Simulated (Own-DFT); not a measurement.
Simulation results for GaN (wurtzite, strained, atoms displaced)

All values are calculated (Own-DFT development build). A calculation, not a measurement: plane-wave PBE density functional theory by an unreviewed code, no spin, of a simulated periodic cell, stress positive in tension, free energy of the whole cell less one offset for each atom, forces on such cells passed a denser k mesh, this cell's mesh not checked; offsets are fitted by least squares, one for each functional and potential file, so energies compare only between cells with the same atoms and settings and are not formation energies; the far tail of each file's local potential was reset to the Coulomb form; each entry is a single point on an unrelaxed cell, so the pressure reflects the starting lattice, mostly measured values (interpolated for alloys), from which strain is counted, and rises with the displacements; printed positions are rounded, which can move forces by about a meV/angstrom; the program, named Own-DFT, is a retired in-house code; no spin-orbit coupling.

Settings shared by all entries: functional PBE; potential files PseudoDojo norm-conserving, scalar-relativistic, standard set with the stringent files for Ga; wave cutoff 96 hartree; occupations Gaussian; smearing width 0.01 eV; k mesh 3 x 4 x 3 centred on Gamma.

(1) GaN (wurtzite, strained, atoms displaced)

```
cell vectors (Å)
  12.7560     0.0000     0.0000
  -4.7835     8.2853     0.0000
   0.0000     0.0000    10.4218
atoms (fractions of the cell vectors)
Ga  0.08133  0.21073  0.99390
Ga  0.16489  0.11471  0.25074
N   0.07703  0.21977  0.19102
N   0.17356  0.11464  0.44140
Ga  0.08715  0.23410  0.49388
Ga  0.16045  0.10364  0.75175
N   0.07818  0.22512  0.69846
N   0.16763  0.11041  0.94298
Ga  0.07766  0.55032  0.00003
Ga  0.15911  0.44140  0.24785
N   0.07578  0.54571  0.19092
N   0.16895  0.44367  0.43791
Ga  0.08068  0.54990  0.50300
Ga  0.17183  0.45564  0.75139
N   0.07595  0.54691  0.68598
N   0.16428  0.44246  0.93115
Ga  0.08461  0.88249  0.00817
Ga  0.16949  0.78237  0.24230
N   0.08147  0.88635  0.19116
N   0.15941  0.77681  0.44106
Ga  0.08536  0.88582  0.50301
Ga  0.16598  0.76986  0.74886
N   0.08381  0.88446  0.68847
N   0.16734  0.78772  0.94307
Ga  0.33187  0.22358  0.99591
Ga  0.41637  0.11332  0.24702
N   0.32830  0.22429  0.18415
N   0.42003  0.11893  0.44108
Ga  0.32963  0.21217  0.49557
Ga  0.42273  0.11345  0.75533
N   0.33312  0.22116  0.69176
N   0.42008  0.11056  0.94001
Ga  0.33393  0.56274  0.00421
Ga  0.42089  0.44584  0.25153
N   0.32830  0.54517  0.18029
N   0.41092  0.44498  0.43754
Ga  0.33051  0.53809  0.50289
Ga  0.41581  0.44093  0.75099
N   0.33915  0.55245  0.69081
N   0.42330  0.44980  0.93018
Ga  0.32608  0.88207  0.00127
Ga  0.41955  0.78123  0.24959
N   0.34022  0.88478  0.19538
N   0.41474  0.77329  0.44498
Ga  0.33440  0.88914  0.50722
Ga  0.41769  0.77376  0.75335
N   0.33987  0.88480  0.68696
N   0.41727  0.78036  0.94304
Ga  0.58382  0.22542  0.00202
Ga  0.67116  0.11580  0.24905
N   0.58293  0.21940  0.18710
N   0.66725  0.10958  0.42985
Ga  0.58289  0.22865  0.50253
Ga  0.67037  0.11302  0.74451
N   0.58744  0.22787  0.68833
N   0.66272  0.10689  0.94111
Ga  0.58105  0.54252  0.99978
Ga  0.66291  0.44155  0.25569
N   0.58245  0.55617  0.19113
N   0.67253  0.45756  0.43538
Ga  0.57817  0.55746  0.49809
Ga  0.67423  0.44951  0.75306
N   0.57759  0.54645  0.68796
N   0.66033  0.43909  0.93518
Ga  0.56986  0.87754  0.99760
Ga  0.66741  0.77500  0.24835
N   0.57620  0.88679  0.19200
N   0.65693  0.77356  0.43167
Ga  0.57677  0.87899  0.50750
Ga  0.66769  0.77934  0.75325
N   0.58739  0.89276  0.68907
N   0.66149  0.77606  0.93246
Ga  0.83927  0.23486  0.99903
Ga  0.91345  0.11204  0.25733
N   0.83205  0.23379  0.18389
N   0.91424  0.10678  0.44061
Ga  0.83070  0.22977  0.49921
Ga  0.91613  0.10989  0.75660
N   0.82869  0.21991  0.68418
N   0.91294  0.10768  0.94045
Ga  0.83377  0.55754  0.99665
Ga  0.92712  0.45021  0.24670
N   0.83744  0.55666  0.19767
N   0.92215  0.44208  0.44173
Ga  0.83148  0.55945  0.49607
Ga  0.91401  0.45512  0.75132
N   0.83989  0.55527  0.68182
N   0.90880  0.43397  0.93294
Ga  0.82705  0.89005  0.99541
Ga  0.91120  0.78055  0.25109
N   0.83260  0.88917  0.18491
N   0.92430  0.79297  0.44101
Ga  0.83405  0.89457  0.50010
Ga  0.91920  0.78103  0.75173
N   0.82905  0.88542  0.68491
N   0.92336  0.77473  0.93424
```

* free energy of cell above offsets: -5.200 eV
* pressure: 6.03 GPa
* stress xx: -7.81 GPa
* stress yy: -4.86 GPa
* stress zz: -5.41 GPa
* stress yz: 0.44 GPa
* stress xz: 0.02 GPa
* stress xy: -0.68 GPa

Force:
```csv
element,x (eV/Å),y (eV/Å),z (eV/Å)
Ga,-0.893,1.272,0.96
Ga,0.074,-0.335,0.238
N,0.252,-0.139,-0.646
N,-2.206,-0.838,-0.73
Ga,0.015,-2.615,1.642
Ga,0.508,1.064,-0.263
N,1.31,0.073,-1.368
N,0.05,-1.065,-0.661
Ga,0.566,0.08,-0.368
Ga,1.821,-0.006,0.113
N,2.647,2.901,-1.957
N,-0.754,1.087,-0.499
Ga,0.533,1.039,-0.52
Ga,0.018,-1.315,-0.716
N,0.855,1.047,0.909
N,-0.075,0.406,1.862
Ga,-1.61,1.448,-0.292
Ga,0.103,-0.602,1.807
N,-0.148,0.457,0.062
N,2.292,-0.57,-0.832
Ga,-0.879,1.156,-0.117
Ga,0.042,0.823,-0.071
N,0.118,0.102,0.417
N,0.863,-2.492,-1.07
Ga,0.725,0.502,0.028
Ga,0,-0.056,0.381
N,1.076,-0.246,0.361
N,0.388,-1.112,-0.843
Ga,0.588,1.762,1.696
Ga,-0.629,-0.081,-0.692
N,-0.121,-0.974,-0.429
N,-1,-0.445,0.405
Ga,0.375,-1.553,-1.502
Ga,-1.49,-0.309,-0.335
N,-0.22,0.765,2.088
N,2.289,-1.452,-0.682
Ga,-1.525,2.586,0.457
Ga,0.569,-0.531,-0.411
N,-1.447,0.389,-0.327
N,-1.349,-0.607,1.859
Ga,1.481,1.492,0.526
Ga,0.396,-2.089,1.794
N,-2.675,0.843,-1.374
N,-0.634,-0.543,-0.647
Ga,-0.147,-0.366,-1.692
Ga,0.666,0.233,-0.359
N,-1.285,0.283,1.515
N,-2.386,-1.259,-1.456
Ga,0.792,-1.194,-0.115
Ga,-0.619,-0.787,-0.514
N,-0.6,0.763,0.404
N,-0.699,0.169,1.766
Ga,1.072,-0.094,-0.498
Ga,-0.805,-0.121,1.408
N,-0.002,-0.187,0.021
N,0.509,0.368,-0.502
Ga,-0.946,1.785,0.3
Ga,0.951,0.082,-1.231
N,0.671,-0.494,-0.94
N,-1.027,-1.192,0.889
Ga,0.493,-0.185,0.655
Ga,-0.992,-0.194,-1.308
N,1.097,1.228,-0.355
N,1.788,0.788,0.443
Ga,2.844,2.462,1.416
Ga,-1.13,0.832,-0.167
N,2.162,0.504,-1.216
N,1.37,0.559,0.936
Ga,0.156,1.187,-1.343
Ga,-0.309,-0.933,-1.248
N,-0.478,-0.799,0.51
N,0.429,-0.584,1.625
Ga,-0.959,-3.621,0.561
Ga,-0.474,-0.046,-1.138
N,1.343,-0.845,0.44
N,-0.099,1.597,-0.119
Ga,0.414,-1.49,0.153
Ga,-1.076,0.169,-1.324
N,1.219,0.947,0.67
N,0.195,0.507,0.039
Ga,-0.416,-0.508,1.313
Ga,-3.805,-1.513,2.181
N,-0.872,0.002,-1.363
N,-1.476,0.804,-1.207
Ga,1.528,0.753,-0.209
Ga,1.83,-2.534,-0.556
N,-2.371,1.304,0.258
N,0.277,3.099,0.085
Ga,0.5,-0.742,0.514
Ga,1.118,-0.297,0.463
N,-0.534,0.359,-0.1
N,-0.87,-1.365,-0.437
Ga,-0.507,-1.185,0.024
Ga,-0.312,-0.234,-1.067
N,0.827,0.288,0.902
N,-1.351,0.38,0.723
```

(2) GaN (wurtzite, strained, atoms displaced)

```
cell vectors (Å)
  12.7560     0.0000     0.0000
  -4.7835     8.2853     0.0000
   0.0000     0.0000    10.4218
atoms (fractions of the cell vectors)
Ga  0.09144  0.22838  0.00614
Ga  0.16685  0.11406  0.26147
N   0.08288  0.22550  0.18898
N   0.16520  0.10930  0.44299
Ga  0.08327  0.22012  0.49478
Ga  0.16897  0.10641  0.74210
N   0.09031  0.23308  0.68076
N   0.15995  0.09641  0.93866
Ga  0.08494  0.55104  0.99531
Ga  0.16852  0.44167  0.24974
N   0.09227  0.56180  0.18523
N   0.16103  0.44544  0.44041
Ga  0.07717  0.55181  0.50094
Ga  0.16766  0.44312  0.75230
N   0.08632  0.55419  0.69041
N   0.17071  0.43757  0.93801
Ga  0.08035  0.89364  0.99857
Ga  0.16447  0.78016  0.25479
N   0.07980  0.88256  0.18231
N   0.17180  0.78814  0.43715
Ga  0.07954  0.88490  0.50099
Ga  0.16032  0.77523  0.75177
N   0.08931  0.89786  0.69124
N   0.16770  0.78196  0.93277
Ga  0.33350  0.21959  0.99397
Ga  0.42311  0.10987  0.25601
N   0.33687  0.22869  0.20003
N   0.41786  0.11434  0.44383
Ga  0.33027  0.22132  0.50642
Ga  0.41840  0.10368  0.74746
N   0.33744  0.22008  0.68329
N   0.41635  0.11199  0.93751
Ga  0.32562  0.54857  0.00239
Ga  0.41869  0.44673  0.24325
N   0.33487  0.56259  0.18281
N   0.41881  0.44823  0.44542
Ga  0.33242  0.54995  0.49705
Ga  0.41436  0.44211  0.74277
N   0.33367  0.55425  0.68315
N   0.41747  0.44287  0.95245
Ga  0.33151  0.88675  0.99984
Ga  0.41423  0.77541  0.24583
N   0.33661  0.89525  0.18594
N   0.41518  0.77390  0.43485
Ga  0.33993  0.89608  0.50233
Ga  0.41379  0.77380  0.74526
N   0.33412  0.90157  0.69211
N   0.42442  0.77886  0.94024
Ga  0.57979  0.22049  0.00171
Ga  0.66433  0.10591  0.25653
N   0.58970  0.23139  0.19062
N   0.65615  0.10642  0.43375
Ga  0.57440  0.20650  0.49578
Ga  0.66778  0.10901  0.75398
N   0.58078  0.22538  0.68353
N   0.66340  0.09735  0.93272
Ga  0.58929  0.57116  0.99581
Ga  0.66312  0.43897  0.25415
N   0.58699  0.55351  0.19497
N   0.67701  0.44540  0.43824
Ga  0.58210  0.55460  0.49548
Ga  0.65984  0.44579  0.74423
N   0.57525  0.55571  0.68567
N   0.66642  0.45065  0.94337
Ga  0.59175  0.89154  0.00666
Ga  0.66302  0.77803  0.24923
N   0.58172  0.88342  0.18648
N   0.66820  0.78062  0.44370
Ga  0.58416  0.89110  0.48729
Ga  0.66459  0.77389  0.75387
N   0.58359  0.88319  0.68652
N   0.65792  0.77588  0.93904
Ga  0.83273  0.22723  0.00193
Ga  0.91773  0.11344  0.25001
N   0.83492  0.22326  0.19517
N   0.91948  0.10822  0.43517
Ga  0.83478  0.21567  0.49557
Ga  0.91422  0.11080  0.75192
N   0.83135  0.21990  0.69645
N   0.91812  0.10975  0.94227
Ga  0.83495  0.55843  0.99887
Ga  0.91364  0.44523  0.24497
N   0.83416  0.56574  0.18851
N   0.91582  0.43396  0.43861
Ga  0.83499  0.55137  0.49955
Ga  0.91776  0.44498  0.75207
N   0.83472  0.55487  0.68326
N   0.92342  0.44299  0.93482
Ga  0.83212  0.88363  0.99624
Ga  0.91985  0.78374  0.24750
N   0.83685  0.89460  0.19057
N   0.91485  0.77854  0.44420
Ga  0.84133  0.89846  0.50130
Ga  0.92296  0.78309  0.75211
N   0.83824  0.89265  0.68983
N   0.91846  0.78286  0.93275
```

- free energy of cell above offsets: -5.690 eV
- pressure: 5.85 GPa
- stress xx: -4.91 GPa
- stress yy: -7.84 GPa
- stress zz: -4.79 GPa
- stress yz: -0.45 GPa
- stress xz: -0.28 GPa
- stress xy: 0.12 GPa

Force:
```csv
element,x (eV/Å),y (eV/Å),z (eV/Å)
Ga,-0.57,-2.024,-0.875
Ga,0.642,-0.36,-1.859
N,0.769,-0.493,0.574
N,0.158,-0.132,0.077
Ga,-0.219,1.042,0.903
Ga,-0.705,2.335,1.287
N,-0.284,-1.725,0.809
N,0.397,3.42,-1.02
Ga,0.388,1.233,0.698
Ga,-0.505,1.13,0.554
N,-0.999,-0.702,0.058
N,1.19,-0.225,-0.796
Ga,0.896,0.908,0.088
Ga,0.439,0.196,-0.676
N,-0.775,0.342,-0.219
N,-1.512,0.402,-0.54
Ga,1.055,-1.962,0.575
Ga,0.786,0.039,-1.122
N,0.33,1.367,1.077
N,-0.246,-0.997,0.9
Ga,0.417,0.172,0.262
Ga,1.227,0.369,-0.537
N,-0.465,-2.156,-1.232
N,-0.215,-0.887,1.093
Ga,-0.477,-0.159,1.307
Ga,-1.28,0.584,-0.65
N,-0.069,-1.67,-1.088
N,-1.233,-0.54,-1.082
Ga,0.507,0.507,-1.632
Ga,-0.267,2.613,1.205
N,-0.535,0.023,1.746
N,0.392,-0.371,-0.14
Ga,2.098,1.773,-0.708
Ga,-0.139,0.566,0.875
N,0.171,-1.253,1.264
N,-0.172,-1.175,-1.502
Ga,-0.989,0.648,0.118
Ga,-0.388,-0.229,1.46
N,-0.597,-0.004,0.613
N,-0.299,0.255,-1.829
Ga,0.75,0.033,-0.447
Ga,-0.419,0.508,0.268
N,-0.279,-0.391,0.545
N,-0.295,0.34,0.018
Ga,-0.486,-1.191,0.128
Ga,0.464,0.724,0.872
N,0.386,-3.671,-1.254
N,-1.325,-0.474,-0.3
Ga,0.522,0.305,-0.298
Ga,0.101,0.552,-1.983
N,0.18,-2.096,-0.502
N,2.143,0.364,0.78
Ga,0.816,3.034,1.468
Ga,-0.968,-0.515,-1.502
N,1.093,-0.496,0.462
N,-0.335,2.356,1.815
Ga,-0.283,-3.125,1.729
Ga,0.829,1.726,0.095
N,-0.784,0.902,-0.943
N,-2.17,-1.053,0.204
Ga,1.165,0.41,0.322
Ga,0.948,0.046,0.484
N,1.506,0.306,0.105
N,0.602,-0.56,-1.106
Ga,-2.216,-0.286,-0.745
Ga,1.652,-0.416,0.93
N,-0.28,0.96,0.954
N,0.605,0.119,-1.047
Ga,-0.041,-1.352,2.149
Ga,-0.041,0.613,-1.26
N,-0.586,0.838,-0.572
N,2.446,1.233,-0.688
Ga,0.548,-1.245,-0.092
Ga,0.119,-0.204,-0.492
N,-0.855,-0.224,-0.899
N,-0.603,0.606,0.025
Ga,-0.923,-0.038,1.126
Ga,1.155,0.464,0.397
N,0.245,0.397,-1.668
N,-0.174,0.467,-0.01
Ga,0.083,-0.048,0.015
Ga,0.737,0.882,0.426
N,0.45,-1.169,-0.29
N,-0.628,0.769,-0.618
Ga,0.273,0.428,0.015
Ga,-0.241,-0.146,-0.886
N,-0.2,0.366,1.303
N,-1.457,0.259,0.816
Ga,-0.448,0.992,0.704
Ga,-0.571,-0.257,0.939
N,-0.684,-0.615,-0.71
N,0.751,-0.312,-1.047
Ga,-0.981,-1.72,0.486
Ga,-0.639,-0.599,-1.231
N,-0.477,-0.539,0.151
N,-0.102,-1.122,0.816
```

(3) GaN (wurtzite, strained, atoms displaced)

```
cell vectors (Å)
  12.7560     0.0000     0.0000
  -4.7835     8.2853     0.0000
   0.0000     0.0000    10.4218
atoms (fractions of the cell vectors)
Ga  0.07832  0.21550  0.99967
Ga  0.16064  0.10172  0.24902
N   0.08336  0.22225  0.17540
N   0.16281  0.10351  0.44813
Ga  0.07582  0.21654  0.49799
Ga  0.15756  0.10870  0.74910
N   0.08229  0.22568  0.68863
N   0.16652  0.11155  0.93580
Ga  0.08281  0.55915  0.98911
Ga  0.16888  0.44939  0.24748
N   0.08227  0.55690  0.19434
N   0.15950  0.43561  0.44242
Ga  0.08119  0.55612  0.49716
Ga  0.16419  0.44953  0.74409
N   0.07970  0.54579  0.69058
N   0.16939  0.45625  0.94391
Ga  0.08782  0.89199  0.99658
Ga  0.16625  0.78333  0.25038
N   0.08432  0.89211  0.18409
N   0.17257  0.79114  0.44226
Ga  0.07981  0.88458  0.49665
Ga  0.16198  0.76598  0.75291
N   0.08422  0.88681  0.69323
N   0.16004  0.76764  0.92980
Ga  0.33046  0.21340  0.00130
Ga  0.41701  0.11327  0.25233
N   0.33909  0.22926  0.19844
N   0.41934  0.11944  0.44049
Ga  0.33208  0.22586  0.50464
Ga  0.41679  0.10297  0.74554
N   0.34307  0.22728  0.69133
N   0.42321  0.11893  0.93429
Ga  0.32910  0.55764  0.00642
Ga  0.41231  0.44456  0.25306
N   0.33685  0.55285  0.18954
N   0.42391  0.44398  0.42988
Ga  0.33469  0.55535  0.50924
Ga  0.41056  0.43961  0.74944
N   0.33230  0.55936  0.68944
N   0.42038  0.45157  0.93535
Ga  0.32941  0.88985  0.00984
Ga  0.42233  0.78170  0.24129
N   0.33827  0.88818  0.17910
N   0.41933  0.77809  0.44570
Ga  0.33355  0.89038  0.49850
Ga  0.42249  0.76823  0.75391
N   0.32996  0.88728  0.68098
N   0.41638  0.77413  0.93527
Ga  0.58585  0.22377  0.99064
Ga  0.66887  0.11670  0.25464
N   0.57740  0.21547  0.18175
N   0.66891  0.10533  0.43835
Ga  0.58801  0.22726  0.50063
Ga  0.66494  0.12478  0.75300
N   0.58448  0.23409  0.68638
N   0.66748  0.10851  0.93802
Ga  0.59080  0.56145  0.00401
Ga  0.66418  0.45394  0.24699
N   0.58611  0.55296  0.17985
N   0.66622  0.45054  0.43533
Ga  0.58325  0.55303  0.50314
Ga  0.67192  0.44569  0.74835
N   0.58185  0.55994  0.68262
N   0.66137  0.43429  0.93637
Ga  0.57801  0.88545  0.00497
Ga  0.66307  0.77417  0.25570
N   0.58342  0.88470  0.19887
N   0.67496  0.78321  0.44517
Ga  0.57932  0.88124  0.50477
Ga  0.67007  0.79488  0.75946
N   0.57854  0.89538  0.69049
N   0.67092  0.78697  0.93507
Ga  0.84062  0.22906  0.99741
Ga  0.91101  0.10823  0.24817
N   0.84401  0.23067  0.18267
N   0.91208  0.10708  0.43454
Ga  0.84306  0.22579  0.49365
Ga  0.91698  0.11321  0.74670
N   0.83993  0.22983  0.69310
N   0.91882  0.10934  0.93695
Ga  0.83846  0.55227  0.99754
Ga  0.91267  0.43703  0.24842
N   0.82832  0.54715  0.18703
N   0.92075  0.44200  0.43893
Ga  0.83270  0.55198  0.50068
Ga  0.91237  0.44467  0.75398
N   0.82993  0.54285  0.68704
N   0.92024  0.44871  0.94317
Ga  0.83611  0.90027  0.99886
Ga  0.91776  0.77261  0.25279
N   0.83238  0.88863  0.18418
N   0.91171  0.77446  0.44055
Ga  0.83311  0.88698  0.49542
Ga  0.91593  0.77825  0.75558
N   0.83057  0.88670  0.68599
N   0.91214  0.77103  0.93246
```

- stress yy: ?
- stress zz: ?

**Q.** What stress yy does the calculation give for GaN (wurtzite, strained, atoms displaced) (entry 3)?
**A.** -6.12 GPa

**Q.** What stress zz does the calculation give for GaN (wurtzite, strained, atoms displaced) (entry 3)?
**A.** -6.17 GPa

Further results for GaN (wurtzite, strained, atoms displaced) (entry 3):

- free energy of cell above offsets: -4.781 eV
- pressure: 6.12 GPa
- stress xx: -6.08 GPa
- stress yz: 0.08 GPa
- stress xz: -0.75 GPa
- stress xy: 0.35 GPa

Force:
```csv
element,x (eV/Å),y (eV/Å),z (eV/Å)
Ga,0.856,1.572,-1.157
Ga,0.204,2.312,0.708
N,0.043,-0.148,3.025
N,-0.488,1.042,-1.447
Ga,0.883,0.003,0.31
Ga,1.851,0.265,-0.343
N,0.115,-0.108,-0.309
N,-0.051,-0.144,0.21
Ga,0.705,-0.682,2.435
Ga,-0.194,-0.782,0.396
N,-0.046,0.634,-0.914
N,0.906,1.087,-0.67
Ga,1.001,0.653,0.487
Ga,1.489,-0.844,1.532
N,-1.588,1.24,-0.95
N,-0.024,-1.9,-1.303
Ga,-0.958,-0.805,-0.589
Ga,0.907,-0.799,0.189
N,0.029,-1.083,-0.02
N,-0.49,-1.893,-1.274
Ga,-0.118,0.076,1.696
Ga,0.496,1.375,-2.046
N,-0.654,-0.438,-0.757
N,0.397,2.311,1.943
Ga,0.412,2.053,-0.039
Ga,0.464,0.065,0.242
N,-1.225,-1.824,-1.571
N,0.311,-0.797,-0.2
Ga,0.566,-0.252,-0.233
Ga,-0.507,0.371,0.308
N,-1.878,-1.183,-0.552
N,-1.027,-1.85,0.178
Ga,1.567,-0.498,-1.126
Ga,1.485,0.14,-0.873
N,-1.299,1.031,0.149
N,-1.56,0.289,2.042
Ga,-0.095,-0.267,-1.913
Ga,1.278,1.024,0.701
N,0.081,-1.318,0.151
N,-0.396,-0.564,1.062
Ga,0.679,0.189,-4.423
Ga,-1.019,-1.101,2.065
N,-1.117,0.043,3.448
N,-0.933,-0.644,-1.647
Ga,0.911,0.804,0.301
Ga,-2.045,1.364,-0.292
N,0.53,-0.824,1.473
N,-0.75,0.628,1.397
Ga,0.029,-0.972,1.676
Ga,-0.285,-0.068,-0.933
N,1.022,0.862,0.596
N,-0.169,0.982,0.555
Ga,-0.128,-0.33,-0.622
Ga,1.165,-0.993,-0.726
N,0.433,-1.35,-0.177
N,0.415,0.37,0.374
Ga,-0.825,-0.469,-2.398
Ga,1.33,-2.112,0.449
N,-1.906,1.189,1.75
N,1.131,-0.587,-0.12
Ga,-0.039,0.836,-0.138
Ga,-2.484,0.891,0.527
N,0.27,0.318,1.765
N,1.037,2.395,-0.355
Ga,0.728,0.431,-0.204
Ga,1.076,-0.14,-0.037
N,0.578,1.272,-1.581
N,-1.997,-1.337,-1.254
Ga,0.918,0.939,-0.037
Ga,-0.111,-1.407,-2.458
N,1.408,0.728,0.028
N,-0.196,-0.45,2.001
Ga,-0.634,-1.106,-0.113
Ga,1.365,0.051,-0.43
N,-1.463,-1.605,0.211
N,1.069,-0.221,-0.268
Ga,-1.924,-0.624,1.682
Ga,-0.102,-0.57,0.274
N,-1.004,-0.966,-0.894
N,-0.671,1.032,-0.804
Ga,-2.233,0.367,0.649
Ga,0.31,1.671,0.424
N,0.626,0.902,0.045
N,-1.378,0.575,-0.665
Ga,-0.189,-0.31,-0.229
Ga,1.257,-0.182,-0.15
N,0.098,2.019,-0.27
N,-0.107,-0.893,-1.2
Ga,0.346,-1.995,0.226
Ga,-0.958,-0.078,-0.828
N,0.242,-0.41,0.821
N,1.24,-0.205,-0.614
Ga,0.229,0.505,1.42
Ga,-0.091,-0.23,-1.897
N,0.585,0.64,0.133
N,0.282,0.814,1.996
```
